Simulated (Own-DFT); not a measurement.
# Reading a pressure off an energy slope: corundum Al2O3, 78 atoms (Al32O46), with two O vacancies

Calculated, not measured. Each geometry was run twice at fixed positions with Own-DFT, a retired in-house plane-wave program that no person has reviewed: with PBE, and with HSE06 (exact exchange share 0.25 at short range, screening 0.11 per bohr, Gygi-Baldereschi treatment of its divergence). Both used PseudoDojo norm-conserving files made for PBE, a cutoff of 48 hartree, the Gamma point alone, fixed occupations, a neutral cell and no spin. One k point on a cell 7.9 Å thick isn't converged, and results move with the size of the cell. The oxygen file's force components were 24 meV/Å off all-electron values in a glass.

Unstrained cell vectors in Å: (5.494, 0.000, 8.660); (-2.747, 4.758, 8.660); (-2.747, -4.758, 8.660), volume V0 = 679.1 Å³, from measured lattice constants. Each geometry has its own random strain of a few per cent, its own defect sites and random moves of rms u per axis. HSE06 gave the energy alone. D is its energy less that of PBE, over the lowest D shown. The PBE stress wasn't checked against mesh or cutoff.

| run | V - V0 (Å³) | u (Å) | P with PBE (GPa) | D (eV) |
|---|---|---|---|---|
| 1 | -5.7 | 0.0287 | 9.87 | 0.345 |
| 2 | 13.0 | 0.0503 | 4.70 | 1.180 |
| 3 | 17.5 | 0.0308 | 1.63 | 1.220 |
| 4 | 6.1 | 0.0305 | 5.12 | 0.863 |
| 5 | -1.0 | 0.0316 | 7.27 | 0.585 |
| 6 | 36.8 | 0.0484 | -3.17 | 2.155 |
| 7 | 27.1 | 0.0549 | 0.05 | 1.787 |
| 8 | -7.9 | 0.0524 | 13.54 | 0.381 |
| 9 | 23.6 | 0.0507 | 1.05 | 1.654 |
| 10 | -3.7 | 0.0298 | 8.57 | 0.428 |
| 11 | -14.1 | 0.0515 | 15.52 | 0.119 |
| 12 | -19.9 | 0.0526 | 17.37 | 0.000 |
| 13 | -16.9 | 0.0487 | 16.19 | ? |

## What the rows give

D = 0.52 + 0.0391 (V - V0) + 73 u² eV, with an error of 0.0007 on the volume slope, 13 on the last term and a scatter of 0.04 eV. Pressure is -dE/dV, and 1 eV/Å³ is 160.2 GPa, so HSE06 changes the pressure by -6.3 ± 0.1 GPa. With the ions held to the strained lattice, the PBE pressure falls by 249 ± 6 GPa per unit of volume strain; the shape of the strain isn't fitted, so the true error is larger, and a relaxed crystal would be softer. On that slope HSE06's volume at a given pressure is about 2.5 % smaller, or 0.8 % in lengths. At u = 0 and V0 the PBE pressure is 6.2 GPa, which puts the zero-pressure volume, against the measured cell and with the defects in, at +2.5 % for PBE and -0.0 % for HSE06, each good to a few tenths of a per cent.

## The run left out

The question: what D should run 13 give?

Estimate: 0.03 eV, with rows scattering by 0.04. The calculation gave 0.027 eV.
